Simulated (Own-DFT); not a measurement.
# Hybrid less PBE against volume: corundum Al2O3, 78 atoms (Al32O46), with two O vacancies

Calculated, not measured. Each geometry was run twice at fixed positions with Own-DFT, a retired in-house plane-wave program that no person has reviewed: with PBE, and with HSE06 (exact exchange share 0.25 at short range, screening 0.11 per bohr, Gygi-Baldereschi treatment of its divergence). Both used PseudoDojo norm-conserving files made for PBE, a cutoff of 48 hartree, the Gamma point alone, fixed occupations, a neutral cell and no spin. One k point on a cell 7.9 Å thick isn't converged, and results move with the size of the cell. The oxygen file's force components were 24 meV/Å off all-electron values in a glass.

Unstrained cell vectors in Å: (5.494, 0.000, 8.660); (-2.747, 4.758, 8.660); (-2.747, -4.758, 8.660), volume V0 = 679.1 Å³, from measured lattice constants. Each geometry has its own random strain of a few per cent, its own defect sites and random moves of rms u per axis. HSE06 gave the energy alone. D is its energy less that of PBE, over the lowest D shown. The PBE stress wasn't checked against mesh or cutoff.

| run | V - V0 (Å³) | u (Å) | P with PBE (GPa) | D (eV) |
|---|---|---|---|---|
| 1 | -2.8 | 0.0308 | 8.21 | 0.725 |
| 2 | 7.7 | 0.0289 | 4.24 | 1.169 |
| 3 | 1.0 | 0.0493 | 9.65 | 0.965 |
| 4 | 11.0 | 0.0493 | 5.60 | 1.440 |
| 5 | 3.0 | 0.0511 | 8.22 | 1.152 |
| 6 | -20.7 | 0.0294 | 15.70 | 0.000 |
| 7 | -4.2 | 0.0487 | 10.46 | 0.809 |
| 8 | 7.5 | 0.0478 | 6.42 | 1.258 |
| 9 | 12.9 | 0.0508 | 4.46 | 1.568 |
| 10 | -15.2 | 0.0301 | 13.66 | 0.266 |
| 11 | 12.9 | 0.0299 | 3.20 | 1.362 |
| 12 | 4.2 | 0.0312 | 6.03 | 1.085 |
| 13 | 4.7 | 0.0511 | 7.80 | ? |

## Worked fit

D = 0.79 + 0.0410 (V - V0) + 82 u² eV, with an error of 0.0011 on the volume slope, 14 on the last term and a scatter of 0.04 eV. Pressure is -dE/dV, and 1 eV/Å³ is 160.2 GPa, so HSE06 changes the pressure by -6.6 ± 0.2 GPa. With the ions held to the strained lattice, the PBE pressure falls by 259 ± 9 GPa per unit of volume strain; the shape of the strain isn't fitted, so the true error is larger, and a relaxed crystal would be softer. On that slope HSE06's volume at a given pressure is about 2.5 % smaller, or 0.8 % in lengths. At u = 0 and V0 the PBE pressure is 6.6 GPa, which puts the zero-pressure volume, against the measured cell and with the defects in, at +2.5 % for PBE and +0.0 % for HSE06, each good to a few tenths of a per cent.

## Check

The question: what D should run 13 give?

The fit gives 1.19 eV, with rows scattering by 0.04. DFT gave 1.180 eV.
